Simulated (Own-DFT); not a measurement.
# Computed records: Hf36O71 (tetragonal hafnia with one neutral oxygen vacancy, atoms displaced)

All values are calculated (Own-DFT development build). A calculation, not a measurement: plane-wave PBE and HSE06 DFT by an unreviewed code, no spin, of a simulated cell at Gamma alone, so results move with cell size and shape, stress positive in tension, energies less offsets, not probed for a lower state with spin; hafnium file: forces about 75 meV/angstrom off all-electron values; oxygen file: force components 24 meV/angstrom off all-electron in a glass; k mesh not checked against a denser one; forces and stress are PBE's, HSE06 gives the energy alone, and its difference from PBE has offsets of its own; offsets are fitted by least squares, one for each functional and potential file, so energies compare only between cells with the same atoms and settings and are not formation energies; the far tail of each file's local potential was reset to the Coulomb form; each entry is a single point on an unrelaxed cell, so the pressure reflects the starting lattice, taken from the Materials Project, from which strain is counted, and rises with the displacements; printed positions are rounded, which can move forces by about a meV/angstrom; the program is a retired in-house code; no spin-orbit coupling.

```cif
# cell vector a (Å): 10.7800 0.0000 0.0000
# cell vector b (Å): 0.0000 10.7800 0.0000
# cell vector c (Å): 0.0000 0.0000 10.4493
data_Hf36O71
_symmetry_space_group_name_H-M 'P 1'
_symmetry_Int_Tables_number 1
_cell_length_a 10.7800
_cell_length_b 10.7800
_cell_length_c 10.4493
_cell_angle_alpha 90.000
_cell_angle_beta 90.000
_cell_angle_gamma 90.000
_cell_volume 1214.30
loop_
_atom_site_label
_atom_site_type_symbol
_atom_site_fract_x
_atom_site_fract_y
_atom_site_fract_z
_atom_site_occupancy
Hf1 Hf 0.99471 0.00305 0.98945 1
Hf2 Hf 0.17345 0.17697 0.24193 1
O1 O 0.00450 0.15284 0.15476 1
O2 O 0.18034 0.01329 0.34670 1
O3 O 0.01761 0.17095 0.41265 1
O4 O 0.16636 0.99633 0.10022 1
Hf3 Hf 0.00416 0.99001 0.50167 1
Hf4 Hf 0.17177 0.16346 0.73287 1
O5 O 0.99678 0.15900 0.64969 1
O6 O 0.16549 0.00776 0.83681 1
O7 O 0.99759 0.15735 0.89422 1
O8 O 0.16558 0.01545 0.59125 1
Hf5 Hf 0.99983 0.34320 0.00183 1
Hf6 Hf 0.15917 0.49120 0.25437 1
O9 O 0.98970 0.49418 0.16370 1
O10 O 0.16206 0.32630 0.34771 1
O11 O 0.99940 0.50664 0.39911 1
O12 O 0.16910 0.33287 0.09788 1
Hf7 Hf 0.99089 0.33001 0.49656 1
Hf8 Hf 0.16445 0.49643 0.74354 1
O13 O 0.00827 0.50389 0.64514 1
O14 O 0.17363 0.33549 0.84498 1
O15 O 0.00353 0.49063 0.91099 1
O16 O 0.16341 0.32224 0.59670 1
Hf9 Hf 0.00140 0.66683 0.98307 1
Hf10 Hf 0.16500 0.83687 0.25192 1
O17 O 0.99736 0.82357 0.15678 1
O18 O 0.17045 0.65873 0.34130 1
O19 O 0.00382 0.82615 0.40929 1
O20 O 0.17195 0.66385 0.09587 1
Hf11 Hf 0.00702 0.67136 0.50318 1
Hf12 Hf 0.16894 0.82808 0.75541 1
O21 O 0.99609 0.83122 0.65548 1
O22 O 0.16544 0.65991 0.85265 1
O23 O 0.00053 0.82846 0.90173 1
O24 O 0.16279 0.66800 0.59705 1
Hf13 Hf 0.32997 0.00129 0.01496 1
Hf14 Hf 0.49267 0.16572 0.23416 1
O25 O 0.34058 0.16119 0.16354 1
O26 O 0.50883 0.01154 0.34641 1
O27 O 0.33200 0.16743 0.41774 1
O28 O 0.51586 0.00405 0.10010 1
Hf15 Hf 0.32931 0.00097 0.51123 1
Hf16 Hf 0.48632 0.16157 0.74386 1
O29 O 0.33112 0.16136 0.65096 1
O30 O 0.49190 0.99762 0.86333 1
O31 O 0.32413 0.17599 0.89939 1
O32 O 0.49972 0.99878 0.60116 1
Hf17 Hf 0.32785 0.35312 0.00827 1
Hf18 Hf 0.49027 0.50463 0.23726 1
O33 O 0.31962 0.49564 0.14550 1
O34 O 0.49686 0.33818 0.33725 1
O35 O 0.33334 0.48944 0.39881 1
O36 O 0.50743 0.32742 0.09399 1
Hf19 Hf 0.33835 0.33781 0.50143 1
Hf20 Hf 0.50277 0.49514 0.76513 1
O37 O 0.34309 0.50508 0.64108 1
O38 O 0.50222 0.33577 0.85307 1
O39 O 0.32503 0.51155 0.91196 1
O40 O 0.50130 0.32616 0.59448 1
Hf21 Hf 0.32007 0.67415 0.99612 1
Hf22 Hf 0.51943 0.83246 0.24521 1
O41 O 0.33834 0.82792 0.14290 1
O42 O 0.50620 0.66434 0.34158 1
O43 O 0.33905 0.83418 0.41083 1
O44 O 0.49719 0.67101 0.09725 1
Hf23 Hf 0.35914 0.66334 0.50186 1
Hf24 Hf 0.49360 0.83296 0.76161 1
O45 O 0.33655 0.83371 0.65945 1
O46 O 0.50074 0.67482 0.84136 1
O47 O 0.32609 0.82938 0.89501 1
O48 O 0.48806 0.68329 0.60169 1
Hf25 Hf 0.66193 0.99284 0.98826 1
Hf26 Hf 0.83508 0.16155 0.24854 1
O49 O 0.67226 0.16875 0.14924 1
O50 O 0.82693 0.00462 0.34913 1
O51 O 0.65504 0.16836 0.40557 1
Hf27 Hf 0.67861 0.98634 0.49463 1
Hf28 Hf 0.83481 0.17513 0.74292 1
O52 O 0.66428 0.16103 0.65039 1
O53 O 0.83520 0.00557 0.83474 1
O54 O 0.66398 0.16451 0.91626 1
O55 O 0.82885 0.99897 0.58592 1
Hf29 Hf 0.66267 0.33438 0.99586 1
Hf30 Hf 0.83408 0.50631 0.24994 1
O56 O 0.66724 0.50394 0.15740 1
O57 O 0.84387 0.31917 0.35601 1
O58 O 0.66879 0.49745 0.40290 1
O59 O 0.83228 0.32301 0.08917 1
Hf31 Hf 0.66775 0.33133 0.49979 1
Hf32 Hf 0.83065 0.50170 0.75477 1
O60 O 0.65470 0.51099 0.66877 1
O61 O 0.83199 0.32750 0.84658 1
O62 O 0.68051 0.51471 0.89689 1
O63 O 0.83898 0.32290 0.59855 1
Hf33 Hf 0.67416 0.66638 0.00211 1
Hf34 Hf 0.83547 0.83217 0.24950 1
O64 O 0.67185 0.82210 0.15407 1
O65 O 0.83275 0.66230 0.35625 1
O66 O 0.66368 0.82189 0.39017 1
O67 O 0.82110 0.66657 0.08240 1
Hf35 Hf 0.68201 0.67146 0.50486 1
Hf36 Hf 0.83565 0.83363 0.75315 1
O68 O 0.67312 0.82857 0.65590 1
O69 O 0.84393 0.65417 0.85866 1
O70 O 0.67131 0.83480 0.91422 1
O71 O 0.83140 0.67263 0.58680 1
_calc_first_functional 'PBE'
_calc_second_functional 'HSE06'
_calc_exact_exchange_share 0.25
_calc_screening 0.11  # 1/bohr
_calc_exchange_divergence 'Gygi-Baldereschi'
_calc_potential_files 'PseudoDojo norm-conserving, scalar-relativistic, made for PBE, standard set'
_calc_wave_cutoff 48  # hartree
_calc_occupations 'fixed'
_calc_k_mesh '1 x 1 x 1 centred on Gamma'
_calc_PBE_stress_yy ?
```

**Q.** Hf36O71 (tetragonal hafnia with one neutral oxygen vacancy, atoms displaced): PBE stress yy?
**A.** -4.02 GPa

Further results for Hf36O71 (tetragonal hafnia with one neutral oxygen vacancy, atoms displaced):

```
PBE energy of cell above offsets : -88.278 eV
HSE06 less PBE above offsets     : 0.424 eV
PBE pressure                     : 6.63 GPa
PBE stress xx                    : -8.4 GPa
PBE stress zz                    : -7.47 GPa
PBE stress yz                    : 0.28 GPa
PBE stress xz                    : -1.39 GPa
PBE stress xy                    : -0.17 GPa
```

Force:
```
element  x (eV/Å)  y (eV/Å)  z (eV/Å)
     Hf     0.091     0.905     1.179
     Hf    -2.056    -1.981      2.58
      O    -0.663     0.036    -0.471
      O    -0.996     -2.62    -0.582
      O    -0.893    -2.742    -0.805
      O    -0.453    -0.465    -0.711
     Hf    -0.349     3.455    -0.148
     Hf    -2.465     1.681     2.567
      O    -0.161    -0.058     0.056
      O     0.122    -2.723      0.71
      O    -0.047      2.26     0.956
      O    -0.848    -1.535     0.959
     Hf    -0.818    -4.812     0.882
     Hf     0.271     1.468     1.228
      O     2.048    -0.238    -2.561
      O     0.329     1.869    -0.336
      O    -0.015    -0.981     0.556
      O    -1.566    -0.498     0.617
     Hf     2.117      0.38    -0.585
     Hf     1.634    -0.765    -0.711
      O     -2.25     -0.17      1.36
      O    -0.557     0.605    -0.071
      O    -0.102     2.691     -2.26
      O     0.671     1.102     0.047
     Hf     0.378    -0.249     3.267
     Hf     2.003    -0.484     0.277
      O     0.315      0.03    -0.154
      O     -0.47     1.371    -0.181
      O     0.133     2.145    -1.798
      O    -3.056     0.229      0.22
     Hf     0.503    -2.973    -0.506
     Hf     0.876     0.625    -0.718
      O     0.729     0.566    -0.146
      O    -1.046     0.582     -0.76
      O     0.073     1.241    -0.665
      O     1.944     0.637     0.924
     Hf     1.239     0.015    -2.008
     Hf     7.467     0.491     5.215
      O    -4.575     -0.42    -3.871
      O    -0.274    -2.394    -0.771
      O     0.352     0.659    -0.961
      O    -2.579    -0.724     0.429
     Hf     2.317    -0.408    -2.994
     Hf     2.654    -0.393     1.044
      O     1.254     0.071    -0.524
      O     0.097     0.244    -1.017
      O     0.947    -0.886     1.276
      O      0.51    -0.087     0.666
     Hf     1.241        -2    -2.558
     Hf     0.847    -0.487     1.605
      O     1.617    -0.207     0.776
      O    -0.149    -0.203    -0.138
      O     0.001     1.913    -0.776
      O    -2.325     0.964     0.075
     Hf    -0.471    -1.175    -0.785
     Hf    -1.738     1.595    -1.187
      O    -0.831    -0.734     1.911
      O     0.091     -0.23    -0.191
      O     1.161    -1.645    -2.025
      O      0.14     0.202     1.122
     Hf      2.51      0.76     1.655
     Hf    -3.858     0.818     1.437
      O    -0.561     1.452     0.967
      O    -1.004    -0.388     0.652
      O    -0.514     0.003    -0.317
      O     0.193    -0.839    -0.688
     Hf    -6.073    -0.185    -4.091
     Hf     0.363     1.541    -2.177
      O    -2.167     0.636    -0.031
      O     0.105    -2.421     1.285
      O    -0.546     1.585     0.374
      O     6.597     0.349     2.169
     Hf     1.504     3.914     2.347
     Hf    -1.081     1.433    -0.932
      O     0.406    -0.236     0.794
      O     0.659     -2.14    -0.627
      O     1.432      0.19     0.445
     Hf    -4.572     2.957    -0.633
     Hf    -0.491    -1.337    -0.156
      O     0.084     0.468     1.206
      O    -0.123    -1.861     0.609
      O    -0.031     0.444    -1.861
      O     2.741    -0.725     1.293
     Hf     1.591    -1.304     0.534
     Hf    -2.288    -1.492     2.121
      O    -0.319    -0.244    -0.942
      O     -0.46     1.774    -1.088
      O      0.66     0.225     1.354
      O     0.727     0.872     0.418
     Hf     -0.63    -1.684    -1.385
     Hf    -0.328    -1.648    -0.791
      O     2.586    -0.136    -1.914
      O     0.056      2.47    -0.049
      O    -1.013    -2.822     0.372
      O    -2.086     1.404     1.026
     Hf    -5.421     0.212    -0.578
     Hf    -0.271     0.225    -0.179
      O     1.565     0.762     -0.85
      O    -0.086     1.213    -1.496
      O     0.799      1.29      1.12
      O     6.288     -0.28     3.797
     Hf    -4.727    -1.829    -2.182
     Hf    -0.648     0.621     0.086
      O     -0.53     0.058    -0.026
      O     0.543     2.234    -2.245
      O     0.559     -2.42    -2.813
      O     3.442     -0.66     3.454
```
